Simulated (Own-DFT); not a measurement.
# Point defects and the pressure they add: zincblende GaAs

Source: density functional calculations with Own-DFT, an unreviewed in-house program that is no longer used. Nothing was measured or relaxed, and spin and spin-orbit coupling are left out.

Settings: PBE; PseudoDojo norm-conserving scalar-relativistic files; cutoff 42 hartree; 3 x 3 x 3 k mesh centred on Gamma; Fermi-Dirac smearing of 0.1 eV.

Limits (not all hold for every row): not probed for a lower state with spin; forces not confirmed at this smearing and k mesh; stress not checked against mesh or cutoff.

All runs share one cell, with vectors in Å (10.862, 0.000, 0.000); (0.000, 10.862, 0.000); (0.000, 0.000, 11.796) and a volume of 1391.7 Å³, strained against the parent crystal. The atoms are randomly displaced, by u rms on each axis. The defect's site can differ from row to row.

| cell | formula | u (Å) | P (GPa) |
|---|---|---|---|
| no defect | As32Ga32 | 0.0311 | 6.71 |
| no defect | As32Ga32 | 0.0462 | 6.97 |
| no defect | As32Ga32 | 0.0469 | 6.91 |
| one As vacancy and one Ga vacancy | As31Ga31 | 0.0297 | 5.91 |
| one As vacancy and one Ga vacancy | As31Ga31 | 0.0301 | 5.89 |
| one As vacancy and one Ga vacancy | As31Ga31 | 0.0469 | 6.23 |
| one P on an As site | As31Ga32P | 0.0293 | 6.38 |
| one P on an As site | As31Ga32P | 0.0507 | 6.75 |
| one P on an As site | As31Ga32P | 0.0528 | 6.80 |
| one Al on a Ga site | AlAs32Ga31 | 0.0283 | 6.62 |
| one Al on a Ga site | AlAs32Ga31 | 0.0318 | ? |
| one Al on a Ga site | AlAs32Ga31 | 0.0480 | 6.95 |
| one Al on a Ga site | AlAs32Ga31 | 0.0518 | 7.09 |
| one In on a Ga site | As32Ga31In | 0.0287 | 7.39 |
| one In on a Ga site | As32Ga31In | 0.0296 | 7.47 |
| one In on a Ga site | As32Ga31In | 0.0307 | 7.43 |

## Fit

P = P0 + c u² + a shift for each defect gives P0 = 6.46 GPa, c = 226 ± 13 GPa/Å² and a scatter of 0.03 GPa. The shifts, and each times the cell's volume:

- one In on a Ga site: 0.77 ± 0.03 GPa, 6.6 eV
- one Al on a Ga site: -0.01 ± 0.03 GPa, -0.1 eV (not resolved)
- one P on an As site: -0.28 ± 0.03 GPa, -2.5 eV
- one As vacancy and one Ga vacancy: -0.75 ± 0.03 GPa, -6.5 eV

Positive is outwards. The product with the volume (160.2 GPa Å³ to the eV) is nearly free of the cell's size; divided by the bulk modulus at the cell's pressure it gives the volume that the defect adds. The atoms around the defects weren't relaxed, which would change these numbers.

## Withheld run

Q: what pressure belongs in the blank (one Al on a Ga site, u = 0.0318 Å)?

Estimate: 6.68 ± 0.04 GPa. The run itself gave 6.67 GPa.
